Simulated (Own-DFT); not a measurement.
# A layer strained by its substrate: wurtzite AlN, 72 atoms (Al36N36)

The numbers are computed, not measured, by runs of the plane-wave DFT program Own-DFT (in-house, retired, unreviewed) at fixed positions, with no spin and no spin-orbit coupling.

Settings: PBE; PseudoDojo norm-conserving scalar-relativistic files; cutoff 42 hartree; 4 x 4 x 3 k mesh centred on Gamma; Gaussian smearing of 0.01 eV.

Caveats: k mesh not checked against a denser one; stress not checked against mesh or cutoff.

Unstrained cell vectors in Å: (9.336, 0.000, 0.000); (-4.668, 8.085, 0.000); (0.000, 0.000, 9.964). The unstrained cell has measured lattice constants (interpolated for alloys), not those of this functional. That, the random moves and any unrelaxed bonds set the pressure at no strain. Each run strains x and y alike by e, as a substrate would, and holds the height along z. Random moves of width 0.05 Å per axis were added to every atom. Stress is positive in tension.

```
e (%)  u (Å)  (s_xx + s_yy)/2 (GPa)  s_zz (GPa)
-2.50  0.052                 -22.18       -9.56
-2.00  0.049                 -18.93       -8.68
-1.50  0.049                      ?           ?
-1.25  0.051                 -13.71       -6.85
-1.00  0.049                 -12.25       -6.13
 1.25  0.052                   1.61       -4.37
 1.50  0.054                   2.16       -5.02
 1.75  0.049                   3.14       -1.48
 2.25  0.049                   5.84       -1.25
 3.00  0.047                   9.42       -0.51
```

## Fit

With e as a fraction, the in-plane stress is -6.0 + 589 e - 2618 e² GPa (errors 6 and 452, scatter 0.32), and s_zz is -5.4 + 155 e GPa (slope ± 18, scatter 1.04). At e = 0 the first slope is C11 + C12 and the second 2 C13, both with the ions held to the strained lattice and at the cell's own pressure. The term in e² is negative: the layer stiffens under compression and softens under tension. A free layer would change its height as e changes, and the in-plane slope would drop by 2 C13²/C33 to the biaxial modulus. At fixed height, a misfit of 1 % moves the in-plane stress by about 5.9 GPa and s_zz by 1.5 GPa.

## Check

Asked: what are the two stresses at e = -1.50 %?

The fitted form gives -15.4 and -7.7 GPa. DFT gave -13.91 and -8.50 GPa. The miss is larger than the scatter suggests: chance, or a term that the fit lacks.
